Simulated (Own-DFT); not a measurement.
AlGa3N4 (wurtzite random alloy, strained, atoms displaced) (calculated)

All values are calculated (Own-DFT development build). A calculation, not a measurement: plane-wave PBE density functional theory by an unreviewed code, no spin, of a simulated periodic cell, stress positive in tension, free energy of the whole cell less one offset for each atom, forces on such cells passed a denser k mesh, this cell's mesh not checked; offsets are fitted by least squares, one for each functional and potential file, so energies compare only between cells with the same atoms and settings and are not formation energies; the far tail of each file's local potential was reset to the Coulomb form; each entry is a single point on an unrelaxed cell, so the pressure reflects the starting lattice, mostly measured values, from which strain is counted, and rises with the displacements; printed positions are rounded, which can move forces by about a meV/angstrom; the program is a retired in-house code; no spin-orbit coupling.

Entry: AlGa3N4 (wurtzite random alloy, strained, atoms displaced)

```cif
# cell vector a (Å): 9.7470 0.0000 0.0000
# cell vector b (Å): -4.8735 8.4411 0.0000
# cell vector c (Å): 0.0000 0.0000 10.2685
data_AlGa3N4
_symmetry_space_group_name_H-M 'P 1'
_symmetry_Int_Tables_number 1
_cell_length_a 9.7470
_cell_length_b 9.7470
_cell_length_c 10.2685
_cell_angle_alpha 90.000
_cell_angle_beta 90.000
_cell_angle_gamma 120.000
_cell_volume 844.84
loop_
_atom_site_label
_atom_site_type_symbol
_atom_site_fract_x
_atom_site_fract_y
_atom_site_fract_z
_atom_site_occupancy
Al1 Al 0.11754 0.22501 0.00258 1
Ga1 Ga 0.21525 0.10939 0.24922 1
N1 N 0.10730 0.23140 0.19364 1
N2 N 0.21567 0.10529 0.43492 1
Ga2 Ga 0.11231 0.23200 0.50298 1
Ga3 Ga 0.22671 0.11661 0.76024 1
N3 N 0.10871 0.21539 0.68425 1
N4 N 0.21595 0.10482 0.94628 1
Ga4 Ga 0.11010 0.55595 0.00364 1
Ga5 Ga 0.22587 0.45184 0.24476 1
N5 N 0.11042 0.54614 0.19460 1
N6 N 0.21361 0.43930 0.43427 1
Al2 Al 0.11343 0.55948 0.50181 1
Al3 Al 0.21705 0.44266 0.74737 1
N7 N 0.11899 0.55828 0.68508 1
N8 N 0.22580 0.45915 0.93097 1
Ga6 Ga 0.11531 0.88567 0.99735 1
Ga7 Ga 0.22442 0.78484 0.25335 1
N9 N 0.11395 0.88626 0.19162 1
N10 N 0.21733 0.77342 0.44214 1
Al4 Al 0.11108 0.88619 0.49849 1
Ga8 Ga 0.21817 0.78269 0.75622 1
N11 N 0.12180 0.89757 0.68937 1
N12 N 0.22131 0.77626 0.94865 1
Ga9 Ga 0.43615 0.21870 0.99321 1
Ga10 Ga 0.55421 0.10418 0.24499 1
N13 N 0.44732 0.22374 0.19218 1
N14 N 0.55837 0.10696 0.43922 1
Ga11 Ga 0.44526 0.21780 0.50280 1
Ga12 Ga 0.56019 0.11286 0.74500 1
N15 N 0.44832 0.22124 0.68623 1
N16 N 0.54671 0.10904 0.93606 1
Ga13 Ga 0.44649 0.55834 0.99954 1
Ga14 Ga 0.54145 0.44538 0.25344 1
N17 N 0.43801 0.55847 0.19308 1
N18 N 0.54001 0.43811 0.43528 1
Ga15 Ga 0.43568 0.55187 0.49754 1
Ga16 Ga 0.55408 0.43578 0.75160 1
N19 N 0.45068 0.55281 0.69601 1
N20 N 0.56512 0.44437 0.94116 1
Ga17 Ga 0.44498 0.89289 0.99970 1
Al5 Al 0.55887 0.77528 0.25979 1
N21 N 0.44831 0.88934 0.17972 1
N22 N 0.56091 0.78833 0.43470 1
Ga18 Ga 0.44461 0.88696 0.50254 1
Ga19 Ga 0.56093 0.78249 0.74726 1
N23 N 0.44774 0.89526 0.69231 1
N24 N 0.54630 0.77284 0.93885 1
Ga20 Ga 0.77314 0.21497 0.00656 1
Al6 Al 0.88935 0.11247 0.25854 1
N25 N 0.78156 0.23227 0.20331 1
N26 N 0.90826 0.11907 0.43761 1
Ga21 Ga 0.77422 0.21989 0.49307 1
Ga22 Ga 0.88817 0.11378 0.75092 1
N27 N 0.77877 0.21986 0.69397 1
N28 N 0.89977 0.12110 0.94092 1
Ga23 Ga 0.77273 0.54951 0.00622 1
Ga24 Ga 0.88635 0.45097 0.25527 1
N29 N 0.78045 0.55726 0.18035 1
N30 N 0.89349 0.45090 0.43239 1
Al7 Al 0.77885 0.55225 0.49873 1
Al8 Al 0.88986 0.44564 0.75560 1
N31 N 0.79318 0.56957 0.68808 1
N32 N 0.88887 0.43657 0.93636 1
Ga25 Ga 0.78286 0.89959 0.00030 1
Ga26 Ga 0.89112 0.79105 0.24126 1
N33 N 0.77288 0.87457 0.18655 1
N34 N 0.89214 0.78402 0.43008 1
Ga27 Ga 0.78527 0.89044 0.50814 1
Al9 Al 0.89044 0.77989 0.75088 1
N35 N 0.77907 0.88401 0.68961 1
N36 N 0.89477 0.78743 0.94351 1
```

```
functional                        : PBE
potential files                   : PseudoDojo norm-conserving, scalar-relativistic, standard set with the stringent files for Ga
wave cutoff                       : 96 hartree
occupations                       : Gaussian
smearing width                    : 0.01 eV
k mesh                            : 4 x 4 x 3 centred on Gamma
free energy of cell above offsets : -9.338 eV
pressure                          : -2.05 GPa
stress xx                         : 5.11 GPa
stress yy                         : 6 GPa
stress zz                         : -4.95 GPa
stress yz                         : 0.13 GPa
stress xz                         : -0.64 GPa
stress xy                         : 0.66 GPa
```

Force:
```
element  x (eV/Å)  y (eV/Å)  z (eV/Å)
     Al    -0.981     0.734     0.268
     Ga     0.622     0.615    -0.114
      N     0.378     -1.59    -1.496
      N     0.594    -0.128      1.49
     Ga     1.782     -0.95    -0.974
     Ga    -0.249    -0.518    -1.837
      N     0.023     1.434     2.208
      N    -0.604     1.406    -0.162
     Ga    -0.189    -0.446     0.173
     Ga    -0.395    -1.168     0.918
      N    -1.573     1.929    -0.681
      N    -0.202     1.967     1.107
     Al    -0.085    -0.582    -0.787
     Al     0.875     0.454    -0.153
      N    -0.875    -0.673     0.594
      N     0.917     -2.27     0.705
     Ga    -0.992    -0.328     1.086
     Ga     0.774    -1.137    -0.535
      N    -0.629     0.673    -0.709
      N     0.114     0.337      0.47
     Al    -0.402     0.734    -0.149
     Ga     1.226    -0.552    -0.429
      N    -1.518    -0.599    -0.236
      N     0.116         0     -1.14
     Ga     1.132     0.635     1.754
     Ga    -0.485     0.962     0.413
      N    -0.745    -0.313    -0.759
      N    -0.749    -0.009    -0.042
     Ga    -1.035    -0.324     -1.78
     Ga     -0.18    -0.139     0.611
      N    -0.348     0.003      1.19
      N     0.905      0.31     0.265
     Ga    -0.063    -0.161    -0.319
     Ga     1.624    -0.527    -1.349
      N     1.118     1.155    -0.418
      N     1.907     0.781     1.703
     Ga     0.271     0.311     0.757
     Ga     0.417      1.49     -0.35
      N    -1.496    -0.227    -0.928
      N    -1.906    -0.609    -0.408
     Ga     0.224    -0.694     -1.14
     Al    -0.519     0.367    -2.643
      N     0.548    -0.707     2.709
      N     0.309    -0.866     1.426
     Ga    -0.454     0.094    -0.044
     Ga    -0.607    -0.941     0.563
      N     0.028    -0.996     -0.16
      N     1.109     1.447    -0.133
     Ga    -0.157     0.952    -0.075
     Al     0.028     0.388    -1.287
      N      0.81    -2.114    -1.129
      N    -2.668    -1.399      0.27
     Ga     1.229     0.537      0.49
     Ga     0.672    -0.405    -0.141
      N    -0.132     1.524    -0.959
      N    -0.026    -0.332     0.433
     Ga     1.257     0.857    -2.226
     Ga     0.411     0.327    -2.049
      N    -0.729     0.339     3.251
      N    -0.425     0.098     3.328
     Al    -0.559     0.893    -0.387
     Al     0.347     0.165    -1.195
      N     0.126    -1.423    -0.259
      N    -0.472     0.488     0.426
     Ga    -0.174     -1.09    -0.534
     Ga     2.047    -2.116     0.668
      N    -2.694     2.695     0.655
      N     0.576    -1.207      1.77
     Ga     -0.01     0.288    -1.955
     Al     0.574      0.39     0.545
      N     0.415     0.628     1.191
      N    -0.178    -0.869    -1.369
```
